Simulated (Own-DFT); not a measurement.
# Misfit strain and the stress it brings: wurtzite AlGaN with randomly placed atoms, 72 atoms (Al9Ga27N36)

Everything here is calculated. The program is Own-DFT (plane waves, in-house, since retired, never reviewed by a person); positions were held fixed, and spin and spin-orbit coupling were off.

Common settings: PBE; PseudoDojo norm-conserving scalar-relativistic files (stringent for Ga); cutoff 96 hartree; 4 x 4 x 3 k mesh centred on Gamma; Gaussian smearing of 0.01 eV.

Known weak points: forces on such cells passed a denser k mesh, each cell not checked; stress not checked against mesh or cutoff.

Unstrained cell vectors in Å: (9.509, 0.000, 0.000); (-4.755, 8.235, 0.000); (0.000, 0.000, 10.268). The unstrained cell has measured lattice constants (interpolated for alloys), not those of this functional. That, the random moves and any unrelaxed bonds set the pressure at no strain. Each run strains x and y alike by e, as a substrate would, and holds the height along z. All atoms carry random offsets, Gaussian with a width of 0.05 Å per axis. The random placing of the alloy's atoms differs from row to row. Stress is positive in tension.

| e (%) | u (Å) | (s_xx + s_yy)/2 (GPa) | s_zz (GPa) |
|---|---|---|---|
| -2.75 | 0.052 | -23.15 | -13.47 |
| -2.50 | 0.051 | -23.54 | -10.69 |
| -2.25 | 0.046 | -20.92 | -10.29 |
| -1.75 | 0.049 | -16.88 | -10.64 |
| -1.50 | 0.051 | ? | ? |
| -1.25 | 0.045 | -14.51 | -8.22 |
| 0.50 | 0.054 | -4.26 | -7.29 |
| 1.00 | 0.049 | -1.38 | -5.92 |
| 1.50 | 0.052 | 0.77 | -6.63 |
| 2.00 | 0.050 | 2.67 | -3.45 |

## Worked fit

With e as a fraction, the in-plane stress is -6.9 + 549 e - 2853 e² GPa (errors 17 and 1289, scatter 0.69), and s_zz is -7.6 + 154 e GPa (slope ± 21, scatter 1.12). At e = 0 the first slope is C11 + C12 and the second 2 C13, both with the ions held to the strained lattice and at the cell's own pressure. A free layer would change its height as e changes, and the in-plane slope would drop by 2 C13²/C33 to the biaxial modulus. At fixed height, a misfit of 1 % moves the in-plane stress by about 5.5 GPa and s_zz by 1.5 GPa.

## The run left out

Q: what are the two stresses at e = -1.50 %?

The fitted form gives -15.8 and -9.9 GPa. The run itself gave -15.37 and -10.41 GPa.
